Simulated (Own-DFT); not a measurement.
# Point defects and the pressure they add: zincblende GaP

No measurement is shown. These are fixed-geometry runs of a retired plane-wave code named Own-DFT, which no person has reviewed; spin and spin-orbit coupling are neglected.

Common settings: PBE; PseudoDojo norm-conserving scalar-relativistic files; cutoff 42 hartree; 2 x 3 x 3 k mesh centred on Gamma; Fermi-Dirac smearing of 0.1 eV.

Known weak points (not all hold for every row): not probed for a lower state with spin; forces on such cells failed a check on a denser k mesh; forces on such cells moved up to 12 meV/angstrom on a denser k mesh; forces on such cells passed a denser k mesh, each cell not checked; stress not checked against mesh or cutoff.

All runs share one cell, with vectors in Å (16.352, 0.000, 0.000); (0.000, 10.901, 0.000); (0.000, 0.000, 10.901) and a volume of 1943.1 Å³. Atoms were moved at random from their sites; u is the rms move along one axis. The defect's site can differ from row to row.

```
                                     cell  formula   u (Å)  P (GPa)
                                no defect  Ga48P48  0.0198     2.71
                                no defect  Ga48P48  0.0216     2.71
                                no defect  Ga48P48  0.0498     3.38
one Ga on a P site and one P on a Ga site  Ga48P48  0.0304     2.92
one Ga on a P site and one P on a Ga site  Ga48P48  0.0469     3.29
one Ga on a P site and one P on a Ga site  Ga48P48  0.0520     3.39
                  two P on a Ga site each  Ga46P50  0.0304     2.96
                  two P on a Ga site each  Ga46P50  0.0321        ?
                  two P on a Ga site each  Ga46P50  0.0481     3.27
                  two P on a Ga site each  Ga46P50  0.0516     3.28
                          two P vacancies  Ga48P46  0.0308     2.52
                          two P vacancies  Ga48P46  0.0517     2.89
                          two P vacancies  Ga48P46  0.0552     2.92
```

## Fit

P = P0 + c u² + a shift for each defect gives P0 = 2.65 GPa, c = 252 ± 23 GPa/Å² and a scatter of 0.07 GPa. The shifts, and each times the cell's volume:

- one Ga on a P site and one P on a Ga site: 0.06 ± 0.06 GPa, 0.7 eV (not resolved)
- two P on a Ga site each: 0.03 ± 0.06 GPa, 0.3 eV (0.2 eV for each of its 2 sites) (not resolved)
- two P vacancies: -0.43 ± 0.06 GPa, -5.2 eV (-2.6 eV for each of its 2 sites)

A positive shift means that the defect pushes the cell outwards. Shift times volume (160.2 GPa Å³ is 1 eV) depends little on the cell's size, so, taken for each site, it can be compared between cells at like pressure. The atoms around the defects weren't relaxed, which would change these numbers.

## Withheld run

Q: what pressure belongs in the blank (two P on a Ga site each, u = 0.0321 Å)?

From the fit: 2.93 ± 0.08 GPa. DFT gave 2.99 GPa.
